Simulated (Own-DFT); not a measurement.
Simulation results for Hf$_{31}$O$_{64}$ (monoclinic hafnia with one vacancy, atoms displaced)

Computed with Own-DFT development build. A calculation, not a measurement: plane-wave density functional theory by an unreviewed code, no spin, of a simulated periodic cell, stress positive in tension, run twice, with PBE and with PBEsol, both on files made for PBE, so the change isn't that of files made for PBEsol, defect cell not probed for a lower state with spin; a neutral cation vacancy leaves holes that likely carry spin, which this run leaves out; hafnium file: forces about 75 meV/angstrom off all-electron values; oxygen file: force components 24 meV/angstrom off all-electron in one glass; forces on such cells passed a denser k mesh, this cell's mesh not checked; the far tail of each file's local potential was reset to the Coulomb form; each entry is a single point on an unrelaxed cell, so the pressure reflects the starting lattice, mostly measured values (interpolated for alloys), from which strain is counted, and rises with the displacements; printed positions are rounded, which can move forces by about a meV/angstrom; the program, named Own-DFT, is a retired in-house code; no spin-orbit coupling; stress was not checked against mesh or cutoff.

Settings shared by all entries: functional PBE, then PBEsol; potential files PseudoDojo norm-conserving, scalar-relativistic, standard set; wave cutoff 72 hartree; occupations Fermi-Dirac; smearing width 0.1 eV; k mesh 2 x 2 x 2 centred on Gamma.

(1) 
```xyz
95
Lattice="10.2340 0.0000 0.0000 0.0000 10.3500 0.0000 -1.6955 0.0000 10.4453" Properties=species:S:1:pos:R:3:PBE_force_x:R:1:PBE_force_y:R:1:PBE_force_z:R:1:PBEsol_force_x:R:1:PBEsol_force_y:R:1:PBEsol_force_z:R:1 formula=Hf31O64 PBE_pressure=5.46 PBE_stress_xx=-5.88 PBE_stress_yy=-4.96 PBE_stress_zz=-5.53 PBE_stress_yz=-0.25 PBE_stress_xz=-0.02 PBE_stress_xy=-0.02 PBEsol_pressure=-0.88 PBEsol_stress_xx=0.49 PBEsol_stress_yy=1.3 PBEsol_stress_zz=0.85 PBEsol_stress_yz=-0.24 PBEsol_stress_xz=0.32 PBEsol_stress_xy=-0.01 rms_change_of_force_components_from_PBE_to_PBEsol=0.051
Hf     1.2753     0.2468     1.0962     -0.737     -1.615      0.914     -0.664     -1.543      0.879
Hf     3.4910     2.8316     1.4573     -1.423     -2.087      1.705     -1.394     -1.986      1.691
Hf     3.0822     4.9196     4.0645     -1.418      2.788      0.926     -1.365      2.672      0.916
Hf     0.8419     2.3995     3.6973        0.2     -0.989      0.061      0.193     -1.008      0.026
O      0.0738     1.8034     1.8797      0.946     -1.494     -0.675      0.924     -1.419     -0.596
O      4.6909     4.1782     0.7946      0.782       1.44     -0.527      0.746      1.422     -0.559
O      4.2187     3.4797     3.4464      0.303     -0.552     -1.238      0.289      -0.54     -1.251
O     -0.3611     0.8432     4.4606      0.445      1.042     -0.388      0.446      0.997     -0.311
O      1.9065     3.9355     2.4799      0.128     -0.766      0.168      0.193     -0.768      0.169
O      2.7427     1.2677     0.0509      1.159      1.253      0.231      1.058      1.214      0.221
O      2.4064     1.2077     2.6436     -0.073      1.016      0.661     -0.144      0.992      0.637
O      1.4722     3.8119     5.1578     -0.053      0.094      0.006     -0.003      0.096       0.01
Hf     0.3914     0.2666     6.3102      0.494     -2.191     -0.741      0.495     -2.117     -0.762
Hf     2.6075     2.7762     6.8086      0.667      0.295     -1.566      0.651      0.321     -1.507
Hf     2.2289     4.9107     9.3898      0.028      1.769     -0.545      0.002      1.658     -0.502
Hf    -0.0402     2.3661     8.8997     -0.693      0.022      0.863      -0.67     -0.015      0.814
O     -0.8012     1.7181     7.0879      0.641      0.233     -0.226      0.631      0.252      -0.17
O      3.8414     4.2695     5.9807     -0.632     -0.501      0.678     -0.628     -0.474      0.606
O      3.3858     3.3524     8.6975     -1.647      1.284     -0.312     -1.606      1.237     -0.359
O     -1.2002     0.8134     9.6777      0.081      1.024     -0.816      0.081      0.982     -0.745
O      1.0820     3.9316     7.8198      0.136     -0.721     -0.729      0.206     -0.723     -0.697
O      1.9673     1.3276     5.3170      0.182      0.761      0.343      0.104      0.745      0.343
O      1.5826     1.1710     7.9524     -0.465      1.883     -0.752     -0.505       1.84      -0.73
O      0.6991     3.8205    10.3317     -0.438     -0.527     -0.162     -0.349      -0.51     -0.162
Hf     1.2169     5.3732     0.9945      -0.12      0.192      3.539     -0.104       0.27      3.435
Hf     3.4080     7.9558     1.5518     -0.978      0.067      0.479     -0.983      0.093      0.514
Hf     3.0476    10.1111     4.1160      -0.89     -0.788     -0.175     -0.874      -0.82     -0.142
O      0.0740     6.7944     1.8661     -0.738     -0.232     -1.149     -0.737     -0.259     -1.206
O      4.6592     9.4487     0.7832     -0.964     -0.085     -0.136     -0.925     -0.035     -0.182
O      4.1923     8.6517     3.4196      0.587     -0.301     -0.547      0.561     -0.301     -0.579
O     -0.2558     6.0865     4.4463     -1.258     -1.173       0.11      -1.28     -1.292      0.243
O      1.8667     9.1074     2.4388      0.843       0.84     -0.349      0.972      0.898     -0.422
O      2.7261     6.4399     0.1305      1.714      0.551     -1.057      1.598      0.522     -1.031
O      2.4202     6.4415     2.6575      0.892     -0.995     -0.205      0.915     -1.011     -0.275
O      1.5473     9.0371     5.1816      0.139      1.064      0.443      0.274      1.127      0.545
Hf     0.4191     5.3216     6.2710      0.298      2.934      -0.43       0.31       2.92     -0.484
Hf     2.5147     7.9586     6.7605      1.014      0.214      -1.81      0.959      0.255     -1.774
Hf     2.2366    10.1653     9.3172       -0.4     -1.986      0.859     -0.398     -1.979      0.851
Hf    -0.0342     7.5633     8.9007     -0.175       0.02     -0.094     -0.175      -0.01     -0.128
O     -0.7522     7.0109     7.0192      0.397     -1.519     -0.294      0.376     -1.448      -0.21
O      3.8230     9.4520     6.0093     -0.217      0.199      0.215     -0.202      0.227      0.173
O      3.4255     8.6553     8.6108     -1.051       0.53      0.042     -1.027      0.503      0.002
O     -1.1769     5.9910     9.7042     -1.194      0.715     -1.802     -1.155      0.671     -1.695
O      1.1001     9.1043     7.7286     -0.871      0.147      0.545     -0.783      0.129      0.535
O      1.9307     6.5480     5.3503      0.706     -1.525      0.394       0.65     -1.528      0.499
O      1.5534     6.4235     7.8912     -0.022     -0.642      1.171     -0.084     -0.606      1.126
O      0.5767     9.0114    10.2858      0.488      0.014      0.137      0.528       0.02      0.126
Hf     6.2310     0.2554     1.0390      2.699     -0.911      1.457      2.616     -0.852      1.376
Hf     8.6355     2.8129     1.6071     -2.336     -1.754     -1.319     -2.261     -1.652     -1.255
Hf     8.1385     4.8976     4.1684      0.766      3.312      -0.85      0.738      3.193     -0.796
Hf     5.9416     2.4239     3.7103      0.457     -2.133     -0.034      0.446      -2.15     -0.054
O      5.1726     1.7201     1.8468     -0.921      0.784     -0.559      -0.89      0.787     -0.511
O      9.7077     4.1760     0.7970      1.638      1.957     -0.803      1.575      1.918     -0.821
O      9.3002     3.4395     3.4287      0.876      0.107      1.237       0.84      0.083      1.143
O      4.7842     0.9313     4.3673     -0.437     -0.583      0.908     -0.408     -0.566       0.92
O      7.0638     3.9648     2.5035     -0.528     -0.205      0.553     -0.458     -0.203      0.544
O      7.8952     1.3767     0.0677       0.41      0.055      0.094      0.348      0.026      0.063
O      7.4535     1.2529     2.7322      0.346      0.178      0.302      0.266      0.196      0.301
O      6.6127     3.8237     5.0871     -0.055      0.426      0.455       0.02      0.422      0.429
Hf     5.4576     0.2035     6.3784      1.488     -0.608     -1.654      1.459      -0.57     -1.639
Hf     7.7730     2.8002     6.7081     -1.311      0.221      0.846     -1.304      0.234      0.857
Hf     7.2617     4.9921     9.3824     -0.466     -0.387     -0.165     -0.473     -0.442     -0.145
Hf     5.0679     2.4286     8.8487      2.923     -0.753      1.652      2.853     -0.781       1.59
O      4.3489     1.6733     7.0664     -1.358      0.978     -0.117     -1.316      0.979     -0.053
O      8.8727     4.4075     6.0335      0.026     -0.857      0.371      0.016     -0.838      0.292
O      8.4945     3.5337     8.6280      0.729     -0.635      0.094      0.702     -0.642      0.054
O      3.9516     0.8491     9.6578     -0.661      0.732     -1.148     -0.648      0.686     -1.064
O      6.1943     3.9801     7.7328     -0.299     -0.806     -0.361     -0.228     -0.788     -0.342
O      7.0993     1.3560     5.3799     -0.229     -0.107     -0.308     -0.277     -0.086      -0.28
O      6.7077     1.3257     7.8800     -0.242     -0.319      0.833     -0.295     -0.303      0.806
O      5.7415     3.8746    10.3522     -0.593      0.027     -0.357     -0.523      0.052     -0.352
Hf     6.3368     5.3077     1.1423      1.075      2.471     -0.745      1.058      2.448     -0.769
Hf     8.6174     8.0168     1.4798     -0.697     -1.114      1.725       -0.7     -1.032      1.726
Hf     8.1704    10.0659     4.2144      -0.62      1.014     -0.662     -0.589      0.931     -0.638
Hf     5.9582     7.5951     3.6866     -0.058      0.004      0.375     -0.026     -0.049      0.349
O      5.2066     6.9024     1.7561     -0.212     -0.336      0.268     -0.195     -0.325      0.318
O      9.6573     9.4794     0.7812      1.843      1.412     -0.118      1.772      1.386     -0.171
O      9.2591     8.6586     3.3808     -0.121     -0.078     -0.082     -0.305     -0.002      -0.16
O      4.7771     6.0730     4.3670     -0.383     -0.558     -0.031     -0.358      -0.56       0.02
O      7.0166     9.1150     2.5556     -0.217     -0.087     -0.559     -0.151     -0.117     -0.528
O      7.8667     6.5707     0.1149       0.79     -1.033      0.171      0.714      -1.02      0.155
O      7.5131     6.5342     2.8460      0.226     -1.524      -0.94      0.144      -1.48       -0.9
O      6.5417     9.0095     5.1976      0.399      0.183     -0.316      0.455      0.178     -0.307
Hf     5.5525     5.4391     6.2574     -0.929     -0.002      0.303     -0.895      0.063      0.282
Hf     7.7010     7.9877     6.8225      0.129     -0.176     -1.649      0.133     -0.123     -1.575
Hf     7.2812    10.2447     9.4048     -1.151     -1.309     -0.424      -1.15     -1.306     -0.365
Hf     5.0513     7.5478     8.8585      0.746      0.544      1.234      0.725      0.496      1.179
O      4.3810     6.9543     6.9747      -0.65      -0.39     -0.364     -0.605     -0.371      -0.29
O      8.9384     9.4931     6.0813     -0.436     -0.094      0.117     -0.434      -0.07      0.057
O      8.4120     8.5317     8.6003      0.371      1.021      1.994      0.375      0.965      1.867
O      3.9559     6.0626     9.6540     -1.573     -1.424     -0.097     -1.523     -1.407     -0.049
O      6.1541     9.1256     7.7676     -0.059      0.518      0.004     -0.005        0.5     -0.008
O      7.0609     6.5260     5.3265      0.368     -0.257      0.336      0.275     -0.267      0.333
O      6.5659     6.3787     7.8960      1.178      0.607      0.619      1.079      0.598      0.591
O      5.6799     9.0361    10.3254      0.246      0.189     -0.052      0.303      0.189     -0.061
```

Units: PBE_pressure, PBE_stress_xx, PBE_stress_yy, PBE_stress_zz, PBE_stress_yz, PBE_stress_xz, PBE_stress_xy, PBEsol_pressure, PBEsol_stress_xx, PBEsol_stress_yy, PBEsol_stress_zz, PBEsol_stress_yz, PBEsol_stress_xz, PBEsol_stress_xy in GPa; rms_change_of_force_components_from_PBE_to_PBEsol, PBE_force_x, PBE_force_y, PBE_force_z, PBEsol_force_x, PBEsol_force_y, PBEsol_force_z in eV/Å.

(2) 
```xyz
95
Lattice="10.2340 0.0000 0.0000 0.0000 10.3500 0.0000 -1.6955 0.0000 10.4453" Properties=species:S:1:pos:R:3:PBE_force_x:R:1:PBE_force_y:R:1:PBE_force_z:R:1:PBEsol_force_x:R:1:PBEsol_force_y:R:1:PBEsol_force_z:R:1 formula=Hf31O64 PBE_pressure=4.92 PBE_stress_xx=-4.5 PBE_stress_yy=-5.22 PBE_stress_zz=-5.05 PBE_stress_yz=-0.62 PBE_stress_xz=0.07 PBE_stress_xy=-0.03 PBEsol_pressure=-1.41 PBEsol_stress_xx=1.82 PBEsol_stress_yy=1.08 PBEsol_stress_zz=1.33 PBEsol_stress_yz=-0.6 PBEsol_stress_xz=0.41 PBEsol_stress_xy=-0.04 rms_change_of_force_components_from_PBE_to_PBEsol=0.052
Hf     1.1727     0.2320     1.1645      1.242     -3.005     -2.041      1.202     -2.895     -2.035
Hf     3.5295     2.8126     1.5299     -1.745      0.073     -0.308     -1.688      0.116      -0.26
Hf     3.0799     4.9619     4.1139     -1.099       1.64      0.488     -1.092      1.539      0.517
Hf     0.8548     2.3849     3.7225     -0.461     -0.223      0.002     -0.432     -0.275     -0.021
O      0.1025     1.6427     1.8087     -2.544      3.119      0.826     -2.467      3.051      0.848
O      4.6177     4.2549     0.7842      0.133      0.093      0.197      0.112        0.1      0.156
O      4.1834     3.4993     3.4519      1.547     -2.084     -1.323      1.488     -2.043     -1.355
O     -0.3400     0.8611     4.4060     -0.051     -0.274      0.426     -0.038     -0.263      0.463
O      1.9188     3.9552     2.5554      -0.54     -0.621     -1.168     -0.465     -0.607     -1.126
O      2.7602     1.2759     0.1032      0.765      1.502      0.054      0.692      1.463       0.04
O      2.3828     1.3144     2.6445      0.507     -0.392      1.557      0.424     -0.376       1.53
O      1.4905     3.9331     5.0821     -1.298     -1.559      0.221     -1.201     -1.515      0.212
Hf     0.3577     0.1781     6.3875     -0.567      1.112     -1.925     -0.555      1.144     -1.897
Hf     2.5304     2.8026     6.7604       2.17      0.791     -0.096      2.128      0.801     -0.061
Hf     2.1022     4.9842     9.3224      2.162      1.012      -0.28      2.085      0.948     -0.249
Hf    -0.0154     2.4380     8.9359      -0.88     -1.408      0.261     -0.847     -1.426      0.223
O     -0.7898     1.7165     7.0102      0.605     -0.019      0.394      0.607     -0.022      0.435
O      3.6882     4.3332     5.9647      1.165     -0.052      1.344      1.117     -0.042      1.235
O      3.3034     3.4672     8.6571      0.593     -0.334      0.292      0.557      -0.34      0.246
O     -1.1934     0.8794     9.6633     -0.252      0.391     -0.606      -0.22      0.382     -0.534
O      1.0209     3.9832     7.7694     -0.673     -0.917     -0.949     -0.589     -0.906     -0.908
O      1.9324     1.3564     5.3309     -0.021     -0.347      0.047     -0.081     -0.329      0.047
O      1.5741     1.2812     7.9700     -0.912      0.445     -0.588     -0.941      0.438     -0.565
O      0.6767     3.9949    10.2755     -2.111     -2.572      1.136     -2.002     -2.487      1.088
Hf     1.2167     5.3475     1.1023       0.53      2.558      0.379      0.528       2.57      0.338
Hf     3.4158     7.9227     1.5068      0.338      0.799      0.229      0.309      0.836      0.234
Hf     3.0597    10.1942     4.0900     -0.462     -1.711      0.387     -0.434     -1.732      0.405
Hf     0.7696     7.6224     3.7426     -0.333     -0.931     -2.678     -0.296     -0.937     -2.628
O      0.0809     6.9677     1.6829      1.159     -0.806      0.587      1.293     -0.872      0.638
O      4.6753     9.3369     0.8139      0.604      1.653     -0.435      0.562      1.617     -0.451
O      4.1732     8.6311     3.4228      0.343      0.325       0.73      0.319      0.318      0.675
O     -0.2860     6.0344     4.4179     -1.526     -0.769     -0.402     -1.471     -0.773     -0.314
O      1.9032     9.0643     2.5171     -0.279      1.039       0.62      -0.21      1.002      0.603
O      2.8451     6.5105     0.0855     -0.401     -0.498     -0.105     -0.447     -0.497     -0.109
O      2.3890     6.4502     2.6943     -0.509     -0.315     -0.017     -0.546     -0.297     -0.022
O      1.4838     8.9109     5.1190      -0.04      2.163      1.049       0.02      2.093      1.029
Hf     0.3473     5.3817     6.2782      1.251      0.839      -0.06       1.23      0.874       -0.1
Hf     2.5508     7.9955     6.7560      1.978     -1.032     -0.187      1.919      -0.95     -0.161
Hf     2.2043    10.2292     9.2981      0.069     -2.307      2.545      0.077     -2.275      2.508
Hf    -0.0241     7.5661     8.8862     -0.326      0.278       2.14     -0.303      0.204      2.064
O     -0.6839     6.9645     7.0365     -1.245      0.133     -0.553     -1.201      0.138     -0.475
O      3.7750     9.5269     6.0290     -0.147     -0.084      0.135     -0.142     -0.069      0.079
O      3.3500     8.6565     8.6371     -0.392      0.331     -0.337     -0.405      0.317     -0.385
O     -1.1698     6.0617     9.6269     -0.537     -0.891     -0.398      -0.52     -0.888     -0.341
O      0.9814     9.1385     7.7492      0.333     -0.245       0.05      0.382     -0.249      0.022
O      1.9329     6.4873     5.2356      0.562      0.591      1.705      0.469      0.572       1.66
O      1.5408     6.4232     7.9345      0.079      0.743     -0.587      0.006      0.731      -0.56
O      2.2799     8.9481     0.0232      0.033      0.654     -1.957      0.095      0.622     -1.898
Hf     6.4373     0.2678     1.0653     -0.012     -4.622      0.486      0.003     -4.482      0.454
Hf     8.5939     2.8315     1.4519     -0.334     -0.929       1.57     -0.328     -0.848      1.564
Hf     8.2352     4.8470     4.1287     -2.061      2.975      -0.37     -2.036      2.858     -0.342
Hf     5.8969     2.2360     3.5710      0.968      2.851      2.751      0.953      2.723      2.663
O      5.2025     1.7231     1.7632     -0.412     -0.005     -0.165     -0.391      0.021     -0.093
O      9.7290     4.3112     0.7862      0.197     -0.591      0.044      0.176      -0.57     -0.012
O      9.2814     3.4190     3.3805      1.657     -1.291     -0.537      1.602     -1.261     -0.574
O      4.7796     0.8427     4.4155     -0.131      0.049     -0.207     -0.118      0.026      -0.18
O      7.0023     4.0387     2.5738      0.019     -1.529     -1.285      0.098     -1.495     -1.252
O      7.9380     1.2224     0.0290      0.323      2.238      0.988      0.234      2.181      0.963
O      7.4996     1.2461     2.7318      0.311      0.749     -1.202      0.214      0.731     -1.173
O      6.5733     3.7675     5.1209      0.172     -0.084     -0.418      0.247      -0.06     -0.378
Hf     5.5711     0.1615     6.3167     -1.702      1.915        0.4     -1.636      1.885      0.359
Hf     7.6786     2.8251     6.7480     -0.259     -1.213     -1.145     -0.278     -1.131     -1.088
Hf     7.3692     4.9380     9.3525     -1.482      2.862     -0.018     -1.445      2.767       0.02
Hf     5.1163     2.4339     9.0363     -1.919     -1.728     -3.725     -1.872     -1.738     -3.648
O      4.2794     1.7761     7.1019      0.766     -0.899     -0.587       0.73     -0.843     -0.525
O      8.8474     4.3515     6.0712      0.562     -0.175      -0.08      0.546      -0.16     -0.143
O      8.4104     3.4452     8.5919      1.372     -0.574      0.834       1.33     -0.566      0.759
O      3.8879     0.8612     9.7196      0.408      1.169     -0.813      0.401      1.127     -0.748
O      6.1859     3.9394     7.6363     -0.576     -0.244      1.672     -0.478     -0.247      1.616
O      7.1426     1.2966     5.2490     -0.816      0.276       1.03     -0.854      0.234      0.996
O      6.6906     1.2418     7.8692     -0.575      0.321      0.394     -0.617      0.312      0.373
O      5.6772     3.7655    10.3495      1.011      0.799      0.831      1.047      0.745        0.8
Hf     6.2263     5.4293     1.0681      2.518      1.887      0.804      2.464      1.902      0.757
Hf     8.0778    10.1285     4.1996      2.011     -0.648     -3.034      1.933     -0.666     -2.953
Hf     5.9471     7.5788     3.7967      0.627     -0.972     -3.398      0.618         -1     -3.349
O      5.2068     6.9284     1.8796     -0.695     -0.512     -0.119     -0.671     -0.494     -0.085
O      9.7069     9.5130     0.7955      0.576      0.389     -0.181      0.647      0.515     -0.292
O      9.3102     8.6686     3.3512      0.131      0.665      1.475      0.177      0.666      1.514
O      4.8062     6.0348     4.4624     -0.381      0.369     -0.554     -0.359      0.338     -0.485
O      7.0387     9.1443     2.4840     -1.104      0.388      1.423     -1.097      0.457      1.454
O      7.8978     6.4412     0.0835      -0.64     -1.248     -1.045     -0.744     -1.305     -1.119
O      7.4926     6.4465     2.6634      -0.42     -0.849       1.47     -0.561       -0.9      1.484
O      6.5426     9.0411     5.0844     -0.179     -0.095      1.474     -0.122      -0.07      1.449
Hf     5.5569     5.3766     6.2516     -1.216      0.157      0.717     -1.153       0.21      0.666
Hf     7.6967     7.9903     6.7779      0.412     -1.973     -0.027      0.392     -1.864      0.009
Hf     7.2318    10.0680     9.3291      1.103      0.619      1.909      1.046      0.554      1.899
Hf     5.1562     7.5635     8.9319     -1.094     -0.726      1.981     -1.048     -0.755      1.905
O      4.4501     6.9940     7.0994      -1.57     -0.434     -1.871     -1.511     -0.408     -1.761
O      8.8499     9.4020     6.0432      1.142      1.136     -0.067      1.095       1.12     -0.093
O      8.3453     8.6007     8.6812       2.28     -1.373     -0.615      2.204     -1.345     -0.671
O      3.8395     6.0331     9.6668      0.552      0.751     -0.441      0.538      0.705     -0.363
O      6.2305     9.1274     7.7310     -1.364     -0.192     -0.864     -1.256     -0.196     -0.842
O      7.1169     6.4459     5.3227       0.21      1.025      0.445      0.113      0.999      0.454
O      6.5944     6.4454     7.9146      1.652     -0.746      0.265      1.544     -0.705      0.249
O      5.7564     8.9802    10.3285     -0.857      1.178     -0.996     -0.808      1.221     -1.081
```

Units: PBE_pressure, PBE_stress_xx, PBE_stress_yy, PBE_stress_zz, PBE_stress_yz, PBE_stress_xz, PBE_stress_xy, PBEsol_pressure, PBEsol_stress_xx, PBEsol_stress_yy, PBEsol_stress_zz, PBEsol_stress_yz, PBEsol_stress_xz, PBEsol_stress_xy in GPa; rms_change_of_force_components_from_PBE_to_PBEsol, PBE_force_x, PBE_force_y, PBE_force_z, PBEsol_force_x, PBEsol_force_y, PBEsol_force_z in eV/Å.
